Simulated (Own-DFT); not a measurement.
# Strain and stress in wurtzite AlGaN with randomly placed atoms, 72 atoms (Al9Ga27N36)

Calculated results; nothing here was measured. They come from Own-DFT, an in-house plane-wave density functional program, since retired, whose code no person has reviewed. Each row is one single-point run on a periodic cell that was not relaxed, without spin or spin-orbit coupling.

Settings of every run: PBE; PseudoDojo norm-conserving scalar-relativistic files (stringent for Ga); cutoff 96 hartree; 4 x 4 x 3 k mesh centred on Gamma; Gaussian smearing of 0.01 eV.

Known limits: forces on such cells passed a denser k mesh, each cell not checked; stress not checked against mesh or cutoff.

Unstrained cell vectors in Å: (9.509, 0.000, 0.000); (-4.755, 8.235, 0.000); (0.000, 0.000, 10.269). The unstrained cell has measured lattice constants (interpolated for alloys), not those of this functional. That, the random moves and any unrelaxed bonds set the pressure at no strain. Each run strains this cell uniformly, with the atoms carried along. Every atom was also moved at random, by a Gaussian of width 0.05 Å on each axis. The random placing of the alloy's atoms differs from row to row. Strain is the symmetric tensor, in per cent. Stress is positive in tension, and the pressure is minus a third of its trace.

```
run  e_xx (%)  e_yy (%)  e_zz (%)  s_xx (GPa)  s_yy (GPa)  s_zz (GPa)  P (GPa)  E (meV/atom)
  1      0.00      0.00     -0.50       -6.43       -8.52       -8.44     7.80           6.5
  2      0.00      0.00      0.25       -6.81       -6.86       -5.42     6.36           6.9
  3      0.00      0.00      1.50       -4.75       -6.65       -0.59     4.00           7.0
  4      0.00      0.00      0.75       -3.84       -8.42       -5.02     5.76          15.9
  5      0.00      0.00      0.50       -7.35       -4.95       -4.87     5.72           0.0
  6      0.00      0.00     -1.00       -7.74       -7.57      -11.49     8.93          12.9
  7      0.00      0.00     -2.00       -8.60       -9.77      -15.68    11.35          29.4
  8      0.00      0.00      1.00       -5.25       -6.99       -3.76     5.33          16.1
  9      0.00      0.00     -1.50           ?           ?           ?        ?             ?
```

E is the free energy for each atom above the lowest run shown.

## Worked fit

The change of volume is close to e_xx + e_yy + e_zz. A straight line through the runs shown gives P = 7.03 - 202 x (fractional change of volume) GPa, with an error of 9 on the slope and a scatter of 0.27 GPa. The strain isn't the same on all axes and the cell isn't cubic, so the slope belongs to this path and is not the bulk modulus.

## Withheld run

Question: what pressure should run 9 give? Its volume changes by -1.50 %.

The line gives 10.1 GPa. The calculation gave 9.97 GPa.
